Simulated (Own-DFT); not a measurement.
# Computed records: Si2SnGe13 (diamond-structure random alloy, strained, atoms displaced)

A calculation, not a measurement: plane-wave density functional theory by an unreviewed code, no spin, of a simulated periodic cell, stress positive in tension, run twice, with PBE and with PBEsol, both on files made for PBE, so the change isn't that of files made for PBEsol, forces on such cells moved up to 12 meV/angstrom on a denser k mesh; the far tail of each file's local potential was reset to the Coulomb form; each entry is a single point on an unrelaxed cell, so the pressure reflects the starting lattice, mostly measured values (interpolated for alloys), from which strain is counted, and rises with the displacements; printed positions are rounded, which can move forces by about a meV/angstrom; the program, named Own-DFT, is a retired in-house code; no spin-orbit coupling; stress was not checked against mesh or cutoff. Program: Own-DFT development build.

Common to all runs: functional PBE, then PBEsol; potential files PseudoDojo norm-conserving, scalar-relativistic, standard set; wave cutoff 49 hartree; occupations Fermi-Dirac; smearing width 0.1 eV; k mesh 3 x 3 x 3 centred on Gamma.

(1) Si2SnGe13 (diamond-structure random alloy, strained, atoms displaced)

```
Si2SnGe13
1.0
     11.2495     0.0000     0.0000
      0.0000    11.2495     0.0000
      0.0000     0.0000    11.3631
Ge Si Ge Si Ge Sn Ge Si Ge Sn Ge Si Sn Ge Si Ge Si Ge
15 1 6 1 2 1 1 1 2 1 4 2 2 4 1 1 2 17
Direct
  0.00267 0.00183 0.99955
  0.00377 0.25270 0.25058
  0.24822 0.00337 0.24224
  0.24154 0.25204 0.99473
  0.12486 0.12812 0.12710
  0.12125 0.37860 0.37031
  0.37314 0.12393 0.37068
  0.37953 0.38030 0.12830
  0.00103 0.00315 0.49512
  0.00403 0.24537 0.74904
  0.24802 0.99939 0.75193
  0.24672 0.24886 0.50066
  0.12662 0.12377 0.62995
  0.12906 0.38447 0.87834
  0.37706 0.12673 0.86945
  0.37359 0.37765 0.62997
  0.00178 0.50288 0.00212
  0.99384 0.74658 0.25122
  0.25000 0.49886 0.25796
  0.24504 0.75290 0.00789
  0.12906 0.62204 0.13424
  0.11992 0.87601 0.37311
  0.37691 0.62399 0.37308
  0.37038 0.87153 0.12267
  0.99937 0.49591 0.49625
  0.00245 0.75010 0.75004
  0.24987 0.50062 0.74704
  0.25164 0.74711 0.49580
  0.12564 0.62364 0.62602
  0.12957 0.87819 0.88326
  0.37903 0.62419 0.87329
  0.36992 0.87557 0.62934
  0.49825 0.00177 0.99816
  0.50145 0.25022 0.25218
  0.74701 0.00014 0.24475
  0.75799 0.25372 0.99797
  0.62629 0.11871 0.11989
  0.62902 0.38230 0.37268
  0.87554 0.13163 0.37723
  0.87452 0.37218 0.12084
  0.50309 0.99819 0.50185
  0.49535 0.24631 0.74940
  0.75076 0.99714 0.74639
  0.75253 0.25207 0.49938
  0.62525 0.11933 0.62277
  0.62958 0.37849 0.87979
  0.87470 0.12069 0.87573
  0.87349 0.37415 0.62395
  0.50347 0.50160 0.00599
  0.50504 0.74966 0.24431
  0.75698 0.49725 0.24708
  0.74658 0.75811 0.99882
  0.63035 0.62748 0.12026
  0.62494 0.87566 0.37458
  0.86745 0.62999 0.37668
  0.88074 0.87975 0.12232
  0.49919 0.50139 0.49850
  0.50095 0.75124 0.75125
  0.75010 0.49806 0.74256
  0.75209 0.74574 0.50341
  0.61959 0.61885 0.62750
  0.62751 0.87456 0.87581
  0.88338 0.62013 0.87361
  0.87191 0.86803 0.62804
```

```
PBE pressure                                      : 5.92 GPa
PBE stress xx                                     : -6.18 GPa
PBE stress yy                                     : -6.12 GPa
PBE stress zz                                     : -5.45 GPa
PBE stress yz                                     : 0.21 GPa
PBE stress xz                                     : 0.23 GPa
PBE stress xy                                     : 0.38 GPa
PBEsol pressure                                   : 2.97 GPa
PBEsol stress xx                                  : -3.23 GPa
PBEsol stress yy                                  : -3.17 GPa
PBEsol stress zz                                  : -2.5 GPa
PBEsol stress yz                                  : 0.19 GPa
PBEsol stress xz                                  : 0.21 GPa
PBEsol stress xy                                  : 0.37 GPa
rms change of force components from PBE to PBEsol : 0.04 eV/Å
```

Force:
| force element | PBE force x (eV/Å) | PBE force y (eV/Å) | PBE force z (eV/Å) | PBEsol force x (eV/Å) | PBEsol force y (eV/Å) | PBEsol force z (eV/Å) |
| --- | --- | --- | --- | --- | --- | --- |
| Ge | -0.256 | 0.664 | -0.089 | -0.211 | 0.599 | -0.05 |
| Ge | 0.276 | 0.772 | -1.308 | 0.274 | 0.755 | -1.267 |
| Ge | 0.17 | -0.707 | 0.807 | 0.163 | -0.678 | 0.777 |
| Ge | 1.466 | -0.042 | 0.653 | 1.413 | -0.035 | 0.626 |
| Ge | -0.241 | 0.212 | -0.642 | -0.23 | 0.203 | -0.621 |
| Ge | 0.473 | -0.636 | 0.818 | 0.45 | -0.618 | 0.787 |
| Ge | 0.157 | -0.042 | 0.588 | 0.15 | -0.031 | 0.566 |
| Ge | -0.792 | -0.926 | -0.185 | -0.761 | -0.889 | -0.169 |
| Ge | 0.64 | -1.402 | 1.989 | 0.628 | -1.36 | 1.919 |
| Ge | -0.733 | 0.737 | 1.007 | -0.674 | 0.734 | 0.936 |
| Ge | 0.298 | 0.097 | 0.326 | 0.296 | 0.099 | 0.318 |
| Ge | 0.529 | 0.548 | 0.071 | 0.483 | 0.495 | 0.04 |
| Ge | -0.121 | -0.305 | -0.856 | -0.121 | -0.287 | -0.828 |
| Ge | -0.864 | -0.623 | -0.824 | -0.828 | -0.61 | -0.791 |
| Ge | -0.89 | -0.271 | 0.9 | -0.865 | -0.268 | 0.859 |
| Si | 0.086 | -0.501 | -0.903 | 0.083 | -0.493 | -0.881 |
| Ge | 0.144 | -0.225 | 0.522 | 0.141 | -0.223 | 0.493 |
| Ge | 0.378 | 0.351 | -0.138 | 0.369 | 0.347 | -0.131 |
| Ge | 0.939 | 0.279 | -0.324 | 0.864 | 0.235 | -0.355 |
| Ge | -0.2 | -0.604 | -0.166 | -0.187 | -0.568 | -0.156 |
| Ge | -0.644 | 0.318 | -0.288 | -0.629 | 0.313 | -0.282 |
| Ge | 0.878 | -0.447 | -0.053 | 0.808 | -0.398 | -0.076 |
| Si | -0.043 | 0.735 | 0.283 | 0 | 0.678 | 0.237 |
| Ge | 0.881 | 0.73 | 0.423 | 0.843 | 0.706 | 0.401 |
| Ge | -0.391 | 0.878 | 0.345 | -0.382 | 0.845 | 0.334 |
| Sn | 0.765 | 0.523 | 0.719 | 0.734 | 0.493 | 0.698 |
| Ge | -0.364 | -0.801 | -0.69 | -0.396 | -0.74 | -0.625 |
| Si | -0.003 | 0.091 | -0.002 | -0.046 | 0.126 | 0.04 |
| Ge | 1.083 | -0.731 | -2.018 | 1.026 | -0.741 | -1.917 |
| Ge | 0.151 | 0.379 | -0.011 | 0.147 | 0.372 | -0.002 |
| Sn | -0.924 | 0.191 | 1.017 | -0.897 | 0.189 | 0.988 |
| Ge | 0.285 | -0.543 | -0.93 | 0.309 | -0.494 | -0.861 |
| Ge | 0.032 | -0.229 | 0.06 | -0.004 | -0.262 | 0.016 |
| Ge | -0.303 | -1.242 | -1.434 | -0.334 | -1.17 | -1.364 |
| Ge | -0.194 | -0.355 | -0.294 | -0.154 | -0.387 | -0.252 |
| Si | -1.205 | -1.174 | -0.467 | -1.14 | -1.112 | -0.407 |
| Si | 0.05 | 1.371 | -0.067 | 0.019 | 1.306 | -0.032 |
| Sn | -0.117 | -1.148 | 0.656 | -0.152 | -1.076 | 0.599 |
| Sn | -0.667 | -0.554 | -0.862 | -0.583 | -0.586 | -0.885 |
| Ge | 0.798 | 0.071 | 0.152 | 0.819 | 0.118 | 0.2 |
| Ge | -1.046 | -0.145 | -0.429 | -1.003 | -0.136 | -0.412 |
| Ge | 1.28 | 1.29 | -0.25 | 1.228 | 1.178 | -0.229 |
| Ge | 0.109 | 0.352 | 0.73 | 0.069 | 0.296 | 0.673 |
| Si | -0.986 | 0.265 | 2.109 | -0.964 | 0.265 | 2.072 |
| Ge | 0.429 | 1.229 | -0.001 | 0.382 | 1.146 | 0.023 |
| Si | -0.149 | -0.677 | -0.382 | -0.185 | -0.616 | -0.41 |
| Si | 0.035 | 0.599 | -0.199 | 0.077 | 0.541 | -0.232 |
| Ge | 0.421 | -0.761 | -0.194 | 0.437 | -0.695 | -0.165 |
| Ge | 1 | -0.973 | -0.014 | 0.938 | -0.906 | 0.023 |
| Ge | -0.678 | -0.232 | 0.652 | -0.625 | -0.2 | 0.597 |
| Ge | 0.687 | 1.743 | -1.322 | 0.663 | 1.696 | -1.278 |
| Ge | 1.461 | -0.922 | -0.028 | 1.401 | -0.891 | -0.025 |
| Ge | 0.321 | -0.21 | 0.538 | 0.299 | -0.193 | 0.518 |
| Ge | 0.297 | -0.412 | 0.06 | 0.289 | -0.396 | 0.056 |
| Ge | 0.93 | -1.034 | -0.232 | 0.906 | -1.002 | -0.227 |
| Ge | -0.591 | -0.512 | 0.238 | -0.579 | -0.498 | 0.231 |
| Ge | -1.77 | 0.525 | 1.073 | -1.643 | 0.515 | 1.047 |
| Ge | 1.044 | 1.176 | -1.137 | 1.013 | 1.135 | -1.098 |
| Ge | -0.042 | -0.105 | 1.415 | -0.011 | -0.073 | 1.331 |
| Ge | -1.392 | 0.372 | 0.153 | -1.339 | 0.356 | 0.142 |
| Ge | 0.267 | 0.918 | -0.308 | 0.272 | 0.889 | -0.303 |
| Ge | -0.65 | 0.661 | -0.566 | -0.627 | 0.631 | -0.548 |
| Ge | -2.26 | -0.343 | 0.953 | -2.18 | -0.33 | 0.924 |
| Ge | -0.24 | 1.76 | -1.641 | -0.246 | 1.703 | -1.59 |

(2) Si2SnGe13 (diamond-structure random alloy, strained, atoms displaced)

```
Si2SnGe13
1.0
     11.2495     0.0000     0.0000
      0.0000    11.2495     0.0000
      0.0000     0.0000    11.3631
Ge Si Ge Sn Ge Sn Ge Si Ge Si Ge Sn Ge Sn Si Ge Si Ge
5 1 6 1 4 1 2 2 6 2 8 1 5 1 2 7 1 9
Direct
  0.99941 0.99645 0.00213
  0.99770 0.25476 0.24790
  0.25236 0.99971 0.25072
  0.25319 0.24618 0.00119
  0.13009 0.12716 0.11665
  0.12737 0.37675 0.37831
  0.37939 0.12318 0.37770
  0.37230 0.37577 0.12387
  0.01331 0.00279 0.49913
  0.00111 0.24466 0.75024
  0.25118 0.00531 0.74914
  0.25454 0.24819 0.49208
  0.12024 0.12158 0.62318
  0.12283 0.38187 0.87895
  0.37039 0.12662 0.87878
  0.37972 0.38447 0.62241
  0.00224 0.50027 0.99586
  0.99556 0.74761 0.25132
  0.24773 0.49968 0.25028
  0.26242 0.74873 0.00159
  0.12024 0.62939 0.12192
  0.12802 0.87828 0.37173
  0.37095 0.62179 0.37507
  0.37450 0.87695 0.11996
  0.00316 0.50768 0.49489
  0.00629 0.74635 0.75222
  0.25526 0.50283 0.75269
  0.24784 0.74746 0.50176
  0.13656 0.61968 0.62889
  0.12625 0.86820 0.87131
  0.38072 0.62407 0.87678
  0.37296 0.87823 0.62037
  0.50632 0.00358 0.00037
  0.49848 0.24549 0.24923
  0.74847 0.00436 0.24949
  0.75293 0.24640 0.00126
  0.62595 0.12515 0.11939
  0.62207 0.37583 0.38214
  0.87582 0.13115 0.37435
  0.87659 0.37217 0.12260
  0.50495 0.00780 0.50466
  0.50016 0.25802 0.74647
  0.74993 0.99613 0.75757
  0.75544 0.24724 0.50569
  0.61943 0.13127 0.61925
  0.62404 0.37230 0.87366
  0.87307 0.12724 0.87274
  0.86859 0.37826 0.63115
  0.50283 0.50054 0.99965
  0.50326 0.74860 0.24507
  0.74542 0.48867 0.24923
  0.74783 0.74386 0.00101
  0.62569 0.62184 0.13369
  0.62007 0.87794 0.38158
  0.87337 0.61973 0.37194
  0.87811 0.87862 0.12556
  0.49849 0.50159 0.50125
  0.49616 0.74994 0.75191
  0.75212 0.49910 0.75067
  0.75435 0.75150 0.50189
  0.62536 0.62605 0.63751
  0.62192 0.87075 0.87387
  0.87502 0.62217 0.87851
  0.87904 0.87496 0.62272
```

```
PBE pressure                                      : 6.13 GPa
PBE stress xx                                     : -6.3 GPa
PBE stress yy                                     : -6.36 GPa
PBE stress zz                                     : -5.72 GPa
PBE stress yz                                     : -1.07 GPa
PBE stress xz                                     : 0.36 GPa
PBE stress xy                                     : -0.27 GPa
PBEsol pressure                                   : 3.17 GPa
PBEsol stress xx                                  : -3.35 GPa
PBEsol stress yy                                  : -3.4 GPa
PBEsol stress zz                                  : -2.76 GPa
PBEsol stress yz                                  : -1.02 GPa
PBEsol stress xz                                  : 0.34 GPa
PBEsol stress xy                                  : -0.28 GPa
rms change of force components from PBE to PBEsol : 0.04 eV/Å
```

Force:
| force element | PBE force x (eV/Å) | PBE force y (eV/Å) | PBE force z (eV/Å) | PBEsol force x (eV/Å) | PBEsol force y (eV/Å) | PBEsol force z (eV/Å) |
| --- | --- | --- | --- | --- | --- | --- |
| Ge | 0.463 | 0.474 | -1.459 | 0.449 | 0.459 | -1.347 |
| Ge | 2.309 | 0.822 | -0.694 | 2.201 | 0.777 | -0.705 |
| Ge | -0.156 | 0.133 | -0.124 | -0.111 | 0.162 | -0.156 |
| Ge | -0.364 | 1.402 | -0.397 | -0.352 | 1.346 | -0.376 |
| Ge | -0.916 | -0.517 | 1.315 | -0.884 | -0.501 | 1.269 |
| Si | -0.291 | -0.128 | -0.656 | -0.285 | -0.125 | -0.644 |
| Ge | -0.145 | -0.315 | -0.705 | -0.139 | -0.297 | -0.68 |
| Ge | 0.394 | -0.049 | 0.234 | 0.379 | -0.052 | 0.229 |
| Ge | -2.274 | -3.226 | -2.129 | -2.24 | -3.094 | -2.026 |
| Ge | -1.48 | 1.964 | 1.454 | -1.411 | 1.936 | 1.376 |
| Ge | 0.52 | -1.827 | 1.368 | 0.53 | -1.746 | 1.297 |
| Ge | 0.073 | 1.351 | 0.391 | 0.108 | 1.269 | 0.398 |
| Sn | 2.218 | 1.948 | 0.684 | 2.159 | 1.888 | 0.665 |
| Ge | 0.877 | -1.43 | -0.864 | 0.844 | -1.382 | -0.831 |
| Ge | 1.267 | -0.088 | -0.801 | 1.216 | -0.083 | -0.773 |
| Ge | -1.025 | -1.054 | 0.206 | -0.973 | -1.018 | 0.205 |
| Ge | -0.394 | 0.587 | 1.294 | -0.412 | 0.534 | 1.209 |
| Sn | 0.661 | 0.327 | 0.502 | 0.604 | 0.374 | 0.442 |
| Ge | -0.834 | 0.079 | -0.383 | -0.742 | 0.077 | -0.366 |
| Ge | -1.99 | -0.221 | -0.522 | -1.862 | -0.209 | -0.511 |
| Si | 1.741 | -1.173 | -0.845 | 1.71 | -1.152 | -0.833 |
| Si | 0.619 | -0.068 | 0.918 | 0.61 | -0.057 | 0.904 |
| Ge | 0.545 | 0.597 | -0.295 | 0.526 | 0.57 | -0.284 |
| Ge | 0.866 | 0.39 | 0.767 | 0.842 | 0.369 | 0.738 |
| Ge | 0.118 | -0.651 | 0.949 | 0.099 | -0.658 | 0.947 |
| Ge | -0.148 | -0.355 | -0.62 | -0.203 | -0.35 | -0.604 |
| Ge | -0.213 | -0.406 | 0.025 | -0.162 | -0.42 | 0.059 |
| Ge | -0.228 | 0.43 | -0.409 | -0.152 | 0.421 | -0.4 |
| Si | -1.218 | 0.599 | -0.294 | -1.191 | 0.587 | -0.287 |
| Si | 0.656 | 0.708 | 0.754 | 0.64 | 0.693 | 0.739 |
| Ge | -0.164 | -0.046 | 0.042 | -0.157 | -0.036 | 0.043 |
| Ge | 0.264 | -0.107 | 0.39 | 0.257 | -0.099 | 0.382 |
| Ge | -0.844 | -0.493 | -0.618 | -0.818 | -0.478 | -0.593 |
| Ge | 0.319 | 0.657 | -0.087 | 0.306 | 0.631 | -0.078 |
| Ge | -0.937 | -1.28 | -0.602 | -0.908 | -1.238 | -0.59 |
| Ge | -0.248 | 0.471 | -1.048 | -0.245 | 0.457 | -0.946 |
| Ge | 0.142 | 0.268 | 0.96 | 0.139 | 0.255 | 0.933 |
| Ge | 0.154 | -0.939 | -0.269 | 0.151 | -0.907 | -0.27 |
| Sn | 0.606 | -1.185 | 0.061 | 0.583 | -1.144 | 0.057 |
| Ge | -0.051 | 0.564 | -0.285 | -0.058 | 0.531 | -0.267 |
| Ge | -2.428 | -2.672 | -1.926 | -2.362 | -2.595 | -1.887 |
| Ge | -1.263 | 0.549 | 1.679 | -1.254 | 0.51 | 1.579 |
| Ge | 0.567 | 0.113 | -0.433 | 0.519 | 0.069 | -0.448 |
| Ge | -0.206 | 2.818 | -0.295 | -0.209 | 2.742 | -0.282 |
| Sn | 1.807 | -0.07 | 2.707 | 1.749 | -0.062 | 2.619 |
| Si | 0.511 | 0.278 | 0.398 | 0.498 | 0.274 | 0.387 |
| Si | 0.414 | -0.663 | 0.532 | 0.403 | -0.648 | 0.524 |
| Ge | 1.582 | -0.299 | -0.883 | 1.514 | -0.3 | -0.851 |
| Ge | 0.399 | -0.611 | 0.108 | 0.349 | -0.554 | 0.132 |
| Ge | -0.91 | 0.572 | 1.046 | -0.876 | 0.548 | 1.012 |
| Ge | 0.708 | 0.562 | 0.533 | 0.655 | 0.526 | 0.491 |
| Ge | 0.121 | 0.628 | 0.373 | 0.119 | 0.604 | 0.357 |
| Ge | 0.312 | -0.242 | -0.898 | 0.295 | -0.231 | -0.875 |
| Ge | 0.596 | -0.375 | -0.804 | 0.582 | -0.353 | -0.778 |
| Si | -1.469 | -0.723 | 0.936 | -1.446 | -0.714 | 0.921 |
| Ge | -1.887 | 0.414 | -0.807 | -1.826 | 0.411 | -0.783 |
| Ge | 0.725 | 1.067 | -0.064 | 0.691 | 1.013 | -0.056 |
| Ge | -0.192 | 0.527 | -0.473 | -0.17 | 0.497 | -0.446 |
| Ge | -0.797 | -0.019 | 1.194 | -0.741 | 0.009 | 1.121 |
| Ge | -0.413 | -0.749 | -0.249 | -0.425 | -0.684 | -0.205 |
| Ge | 0.086 | 0.132 | -1.337 | 0.081 | 0.128 | -1.288 |
| Ge | 0.258 | -0.05 | 0.537 | 0.249 | -0.045 | 0.518 |
| Ge | 0.083 | 0.338 | -0.559 | 0.08 | 0.32 | -0.542 |
| Ge | 0.502 | 0.263 | 0.476 | 0.475 | 0.247 | 0.46 |

(3) Si2SnGe13 (diamond-structure random alloy, strained, atoms displaced)

```
Si2SnGe13
1.0
     11.2495     0.0000     0.0000
      0.0000    11.2495     0.0000
      0.0000     0.0000    11.3631
Ge Sn Ge Si Ge Sn Si Ge Sn Ge Si Ge Si Ge Si Ge Si Sn Ge Si Ge Si
1 1 6 1 1 1 1 6 1 10 1 2 1 3 1 1 1 1 17 1 5 1
Direct
  0.00007 0.99598 0.99622
  0.00110 0.24569 0.24726
  0.25638 0.99473 0.24690
  0.24242 0.24754 0.00268
  0.12416 0.11905 0.13297
  0.12524 0.37137 0.37437
  0.38258 0.12858 0.37383
  0.38337 0.37435 0.13046
  0.00268 0.00494 0.50430
  0.99823 0.24762 0.74376
  0.25309 0.00004 0.75790
  0.24734 0.25259 0.50213
  0.12724 0.12807 0.62420
  0.11921 0.37099 0.87553
  0.38010 0.12589 0.86653
  0.37544 0.37715 0.61667
  0.00359 0.50342 0.99198
  0.99917 0.75158 0.24876
  0.25495 0.49184 0.24795
  0.24343 0.75962 0.99795
  0.13287 0.62098 0.12890
  0.12217 0.86831 0.37873
  0.37528 0.62081 0.38191
  0.37202 0.87519 0.13096
  0.99622 0.49462 0.50673
  0.00343 0.74450 0.74999
  0.25376 0.50043 0.74895
  0.24662 0.74822 0.50336
  0.12423 0.62315 0.62801
  0.12462 0.87324 0.86647
  0.37336 0.63408 0.87325
  0.38101 0.87332 0.62205
  0.49696 0.00233 0.00256
  0.50379 0.25145 0.25117
  0.75611 0.00384 0.25597
  0.75032 0.24622 0.00756
  0.62737 0.12097 0.12506
  0.61921 0.38238 0.38183
  0.87825 0.12513 0.38168
  0.87619 0.36611 0.12049
  0.49667 0.99098 0.50455
  0.50156 0.24515 0.74860
  0.74705 0.99536 0.76091
  0.75390 0.25035 0.50029
  0.62613 0.12633 0.62832
  0.62175 0.37304 0.87018
  0.87911 0.12407 0.86945
  0.87844 0.37861 0.61880
  0.49328 0.50422 0.00135
  0.50264 0.74830 0.25374
  0.74533 0.49671 0.25367
  0.74906 0.75338 0.99145
  0.62593 0.61667 0.11634
  0.62701 0.87636 0.37013
  0.87815 0.62701 0.38028
  0.87367 0.86864 0.12633
  0.49865 0.49852 0.50499
  0.49531 0.75003 0.75451
  0.75189 0.50658 0.74821
  0.74807 0.74624 0.50508
  0.61669 0.61225 0.63138
  0.62969 0.88090 0.87010
  0.87303 0.62574 0.87491
  0.88340 0.87351 0.62429
```

```
PBE pressure                                      : 6.25 GPa
PBE stress xx                                     : -6.65 GPa
PBE stress yy                                     : -6.49 GPa
PBE stress zz                                     : -5.61 GPa
PBE stress yz                                     : 0.46 GPa
PBE stress xz                                     : -0.02 GPa
PBE stress xy                                     : -0.6 GPa
PBEsol pressure                                   : 3.3 GPa
PBEsol stress xx                                  : -3.7 GPa
PBEsol stress yy                                  : -3.55 GPa
PBEsol stress zz                                  : -2.67 GPa
PBEsol stress yz                                  : 0.44 GPa
PBEsol stress xz                                  : -0.02 GPa
PBEsol stress xy                                  : -0.58 GPa
rms change of force components from PBE to PBEsol : 0.046 eV/Å
```

Force:
| force element | PBE force x (eV/Å) | PBE force y (eV/Å) | PBE force z (eV/Å) | PBEsol force x (eV/Å) | PBEsol force y (eV/Å) | PBEsol force z (eV/Å) |
| --- | --- | --- | --- | --- | --- | --- |
| Ge | 0.331 | -0.215 | 0.114 | 0.288 | -0.173 | 0.141 |
| Sn | 0.662 | -1.285 | 2.755 | 0.694 | -1.214 | 2.636 |
| Ge | -0.92 | 0.841 | 1.679 | -0.89 | 0.81 | 1.608 |
| Ge | 1.085 | -0.062 | 0.049 | 1.039 | -0.059 | 0.049 |
| Ge | 1.481 | -1.788 | -2.076 | 1.447 | -1.729 | -2.023 |
| Ge | -0.099 | 0.089 | 2.276 | -0.122 | 0.112 | 2.172 |
| Ge | -1.139 | -0.464 | 0.761 | -1.074 | -0.474 | 0.702 |
| Ge | 0.449 | -1.716 | -2.297 | 0.436 | -1.654 | -2.217 |
| Si | -0.412 | -0.625 | -0.307 | -0.321 | -0.608 | -0.293 |
| Ge | -0.032 | 0.545 | 0.078 | -0.026 | 0.525 | 0.081 |
| Sn | -0.407 | -0.662 | -1.845 | -0.338 | -0.579 | -1.843 |
| Si | 0.465 | -0.295 | -0.7 | 0.453 | -0.282 | -0.683 |
| Ge | -0.245 | 0.237 | -0.808 | -0.247 | 0.238 | -0.711 |
| Ge | 0.768 | 0.156 | -0.705 | 0.739 | 0.154 | -0.674 |
| Ge | 0.87 | 1.262 | 3.103 | 0.822 | 1.247 | 2.963 |
| Ge | -0.587 | -1.09 | 1.167 | -0.526 | -1.007 | 1.157 |
| Ge | 0.154 | 0.544 | 0.51 | 0.147 | 0.512 | 0.488 |
| Ge | 0.321 | -0.914 | 0.169 | 0.311 | -0.884 | 0.175 |
| Sn | -0.084 | 0.629 | 1.322 | -0.083 | 0.612 | 1.288 |
| Ge | 0.181 | -0.47 | 0.191 | 0.217 | -0.498 | 0.23 |
| Ge | -1.65 | 1.654 | -1.647 | -1.604 | 1.613 | -1.61 |
| Ge | 0.144 | 1.303 | -0.145 | 0.172 | 1.221 | -0.174 |
| Ge | 0.506 | 1.258 | 0.244 | 0.499 | 1.216 | 0.242 |
| Ge | 1.244 | -0.632 | -1.34 | 1.158 | -0.629 | -1.264 |
| Ge | 1.528 | 1.199 | -1.565 | 1.469 | 1.16 | -1.511 |
| Ge | -0.531 | 0.809 | -0.055 | -0.515 | 0.71 | -0.06 |
| Ge | -0.228 | -0.367 | 0.318 | -0.227 | -0.342 | 0.295 |
| Ge | 0.437 | -0.18 | 0.059 | 0.42 | -0.18 | 0.054 |
| Ge | 0.217 | -0.508 | -0.284 | 0.212 | -0.49 | -0.268 |
| Si | -1.548 | -0.929 | 1.701 | -1.52 | -0.921 | 1.674 |
| Ge | -0.478 | -0.35 | 0.573 | -0.503 | -0.382 | 0.595 |
| Ge | -0.65 | -1.479 | 0.624 | -0.654 | -1.395 | 0.563 |
| Si | 0.473 | -0.102 | 0.029 | 0.418 | -0.136 | -0.012 |
| Ge | 1.007 | -0.434 | -0.163 | 0.932 | -0.38 | -0.12 |
| Ge | -0.163 | 0.07 | -0.498 | -0.172 | -0.004 | -0.483 |
| Ge | -2.073 | -1.726 | -2.74 | -1.967 | -1.638 | -2.687 |
| Si | -0.348 | -0.131 | 0.212 | -0.294 | -0.088 | 0.246 |
| Ge | 0.73 | -1.087 | -0.45 | 0.703 | -1.046 | -0.445 |
| Si | -0.449 | -0.907 | 0.743 | -0.483 | -0.849 | 0.685 |
| Sn | -0.799 | 3.8 | -0.686 | -0.785 | 3.685 | -0.677 |
| Ge | 1.385 | 1.496 | -1.149 | 1.337 | 1.446 | -1.115 |
| Ge | -0.202 | 1.192 | -0.718 | -0.189 | 1.145 | -0.691 |
| Ge | 1.925 | 1.127 | -2.648 | 1.835 | 1.116 | -2.522 |
| Ge | -0.53 | -0.043 | -0.204 | -0.545 | 0.004 | -0.155 |
| Ge | 0.389 | -0.966 | -0.446 | 0.364 | -0.931 | -0.413 |
| Ge | 0.466 | 0.342 | 0.829 | 0.448 | 0.328 | 0.798 |
| Ge | -0.612 | 0.056 | 0.898 | -0.598 | 0.045 | 0.873 |
| Ge | -1.273 | -0.922 | 1.572 | -1.22 | -0.892 | 1.513 |
| Ge | 0.168 | -0.63 | -1.065 | 0.176 | -0.608 | -1.014 |
| Ge | -0.081 | -0.583 | -0.618 | -0.084 | -0.553 | -0.591 |
| Ge | 0.312 | 0.922 | 0.265 | 0.289 | 0.891 | 0.259 |
| Ge | -0.245 | -0.429 | 0.91 | -0.228 | -0.422 | 0.878 |
| Ge | 0.296 | 1.139 | 0.843 | 0.275 | 1.094 | 0.817 |
| Ge | 0.153 | -0.162 | 0.878 | 0.141 | -0.165 | 0.852 |
| Ge | -0.455 | -0.409 | -0.405 | -0.448 | -0.396 | -0.387 |
| Ge | -0.197 | 0.826 | -0.45 | -0.18 | 0.801 | -0.437 |
| Ge | -0.199 | 0.35 | -0.494 | -0.193 | 0.33 | -0.474 |
| Si | 1.089 | 0.251 | -0.707 | 1.064 | 0.244 | -0.694 |
| Ge | 0.131 | -1.426 | 0.293 | 0.115 | -1.377 | 0.277 |
| Ge | -0.056 | 0.437 | 0.228 | -0.071 | 0.389 | 0.178 |
| Ge | 0.179 | 2.1 | 0.194 | 0.208 | 1.992 | 0.155 |
| Ge | -2.568 | -1.257 | 1.485 | -2.408 | -1.208 | 1.432 |
| Ge | 0.401 | 0.304 | -0.14 | 0.395 | 0.295 | -0.144 |
| Si | -0.687 | 0.309 | 0.283 | -0.707 | 0.254 | 0.316 |
